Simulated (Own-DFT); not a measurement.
# Energy and forces against displacement in beta-Si3N4, 112 atoms (N64Si48)

These are calculations, not measurements. The program, named Own-DFT, is a retired in-house plane-wave density functional code that no person has reviewed. Each row is one single-point run on a periodic cell that was not relaxed, without spin or spin-orbit coupling.

Settings of every run: PBEsol; PseudoDojo norm-conserving scalar-relativistic files, made for PBE; cutoff 42 hartree; 2 x 2 x 4 k mesh centred on Gamma; Fermi-Dirac smearing of 0.1 eV.

Known limits, some of them of some rows only: some atoms lie very close together; forces on such cells moved up to 12 meV/angstrom on a denser k mesh; stress not checked against mesh or cutoff.

Cell vectors in Å: (15.212, 0.000, 0.000); (-7.606, 13.174, 0.000); (0.000, 0.000, 5.818). In each run every atom was moved at random and independently from its ideal site; u is the rms move along one axis. E is the free energy for each atom above the fitted value at u = 0, and F the rms of the force components.

```
run,u (Å),E (meV/atom),F (eV/Å),largest force (eV/Å),P (GPa)
1,0.0199,18.9,0.926,3.13,3.20
2,0.0215,20.7,0.959,3.10,3.20
3,0.0478,96.7,1.828,8.16,5.03
4,0.0500,106.1,1.949,7.88,5.76
5,0.0959,?,?,?,?
6,0.0992,474.0,4.173,15.70,16.23
7,0.1540,1170.4,8.813,52.19,31.02
```

## Worked fit

For small independent moves the energy grows as E = (3/2) K u², with K the mean stiffness felt by one atom. The runs with u up to 0.11 Å give K = 30.0 ± 1.3 eV/Å², with residuals divided by u² + 0.0006 Å², since the noise grows with the moves. The scatter is 7.8 meV/atom at u = 0.05 Å. The forces follow F² = F0² + G² u², fitted to F/u, with G = 39.0 eV/Å² and F0 = 0.48 eV/Å. F0 is the force that atoms already bear on their ideal sites. G exceeds K because the moves of its neighbours add to the force on an atom, and stiffness differs between atoms. At u = 0.154 Å the parabola gives 1067 meV/atom and the run 1170. The pressure follows P = 2.36 + 1398 u² GPa: at fixed volume, shortened bonds push harder than stretched ones pull.

## Withheld run

Question: what energy and rms force should run 5 give?

The fit gives 414 ± 31 meV/atom and about 3.77 eV/Å. The calculation gave 494.6 meV/atom and 5.542 eV/Å. This run lies off the fit, by chance or by something that the fit leaves out.
